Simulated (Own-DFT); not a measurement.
# Shaking the atoms of beta-Si3N4, 42 atoms (N24Si18)

All numbers below are calculated, not measured. They come from Own-DFT, an in-house plane-wave density functional program, since retired, whose code no person has reviewed. Each row is one single-point run on a periodic cell that was not relaxed, without spin or spin-orbit coupling.

Settings of every run: PBEsol; PseudoDojo norm-conserving scalar-relativistic files, made for PBE; cutoff 42 hartree; 3 x 3 x 3 k mesh centred on Gamma; Fermi-Dirac smearing of 0.1 eV.

Known limits, some of them of some rows only: some atoms lie very close together; forces on such cells passed a denser k mesh, each cell not checked; stress not checked against mesh or cutoff.

Cell vectors in Å: (7.606, 0.000, 0.000); (-3.803, 6.587, 0.000); (0.000, 0.000, 8.727). In each run every atom was moved at random and independently from its ideal site; u is the rms move along one axis. E is the free energy for each atom above the fitted value at u = 0, and F the rms of the force components.

```
run,u (Å),E (meV/atom),F (eV/Å),largest force (eV/Å),P (GPa)
1,0.0188,17.5,0.890,3.12,3.15
2,0.0199,16.7,0.844,2.69,3.20
3,0.0203,17.9,0.882,3.42,3.21
4,0.0478,125.5,2.282,10.21,6.36
5,0.0483,106.6,1.942,7.83,5.27
6,0.0503,110.3,2.020,6.61,5.45
7,0.0919,?,?,?,?
8,0.0995,460.3,4.605,19.79,13.70
9,0.0996,418.6,4.066,14.34,13.52
10,0.1510,984.8,7.170,24.94,30.78
```

## Worked fit

For small independent moves the energy grows as E = (3/2) K u², with K the mean stiffness felt by one atom. The runs with u up to 0.11 Å give K = 30.7 ± 1.4 eV/Å², with residuals divided by u² + 0.0006 Å², since the noise grows with the moves. The scatter is 10.7 meV/atom at u = 0.05 Å. The forces follow F = G u with G = 43.6 eV/Å²; no force at u = 0 is resolved. G exceeds K because the moves of its neighbours add to the force on an atom, and stiffness differs between atoms. At u = 0.151 Å the parabola gives 1051 meV/atom and the run 985. The pressure follows P = 2.92 + 1084 u² GPa: at fixed volume, shortened bonds push harder than stretched ones pull.

## Withheld run

Question: what energy and rms force should run 7 give?

The fit gives 389 ± 36 meV/atom and about 4.01 eV/Å. The calculation gave 382.3 meV/atom and 3.788 eV/Å.
